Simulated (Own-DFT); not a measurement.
# One host, several defects: C40 NbSi2

No measurement is shown. These are fixed-geometry runs of a retired plane-wave code named Own-DFT, which no person has reviewed; spin and spin-orbit coupling are neglected.

All runs used: PBE; PseudoDojo norm-conserving scalar-relativistic files; cutoff 42 hartree; 4 x 4 x 5 k mesh centred on Gamma; cold (Marzari-Vanderbilt) smearing of 0.2 eV.

Limits: forces on such cells failed a check on a denser k mesh; stress not checked against mesh or cutoff.

All runs share one cell, with vectors in Å (0.000, 8.324, 0.000); (-9.613, 0.000, 0.000); (0.000, 0.000, 6.586) and a volume of 527.0 Å³. u is the rms random offset of the atoms per axis. The defect's site can differ from row to row.

```
cell,formula,u (Å),P (GPa)
no defect,Nb12Si24,0.0217,1.53
no defect,Nb12Si24,0.0504,2.55
no defect,Nb12Si24,0.0512,2.56
one Si vacancy,Nb12Si23,0.0311,1.12
one Si vacancy,Nb12Si23,0.0330,1.08
one Si vacancy,Nb12Si23,0.0446,1.52
two Nb on a Si site each,Nb14Si22,0.0306,7.52
two Nb on a Si site each,Nb14Si22,0.0494,8.30
two Nb on a Si site each,Nb14Si22,0.0524,8.49
two Si on a Nb site each,Nb10Si26,0.0282,1.58
two Si on a Nb site each,Nb10Si26,0.0306,?
two Si on a Nb site each,Nb10Si26,0.0457,2.23
two Si on a Nb site each,Nb10Si26,0.0573,3.06
two Nb vacancies,Nb10Si24,0.0286,-0.14
two Nb vacancies,Nb10Si24,0.0324,0.02
two Nb vacancies,Nb10Si24,0.0504,0.89
```

## Analysis

P = P0 + c u² + a shift for each defect gives P0 = 1.20 GPa, c = 541 ± 22 GPa/Å² and a scatter of 0.07 GPa. The shifts, and each times the cell's volume:

- two Nb on a Si site each: 5.80 ± 0.06 GPa, 19.1 eV (9.5 eV for each of its 2 sites)
- two Si on a Nb site each: -0.02 ± 0.06 GPa, -0.1 eV (0.0 eV for each of its 2 sites) (not resolved)
- one Si vacancy: -0.69 ± 0.06 GPa, -2.3 eV
- two Nb vacancies: -1.74 ± 0.06 GPa, -5.7 eV (-2.9 eV for each of its 2 sites)

A positive shift means that the defect pushes the cell outwards. Shift times volume (160.2 GPa Å³ is 1 eV) depends little on the cell's size, so, taken for each site, it can be compared between cells at like pressure. The atoms around the defects weren't relaxed, which would change these numbers.

## The run left out

The question: what pressure belongs in the blank (two Si on a Nb site each, u = 0.0306 Å)?

The fitted form gives 1.68 ± 0.09 GPa. DFT gave 1.56 GPa.
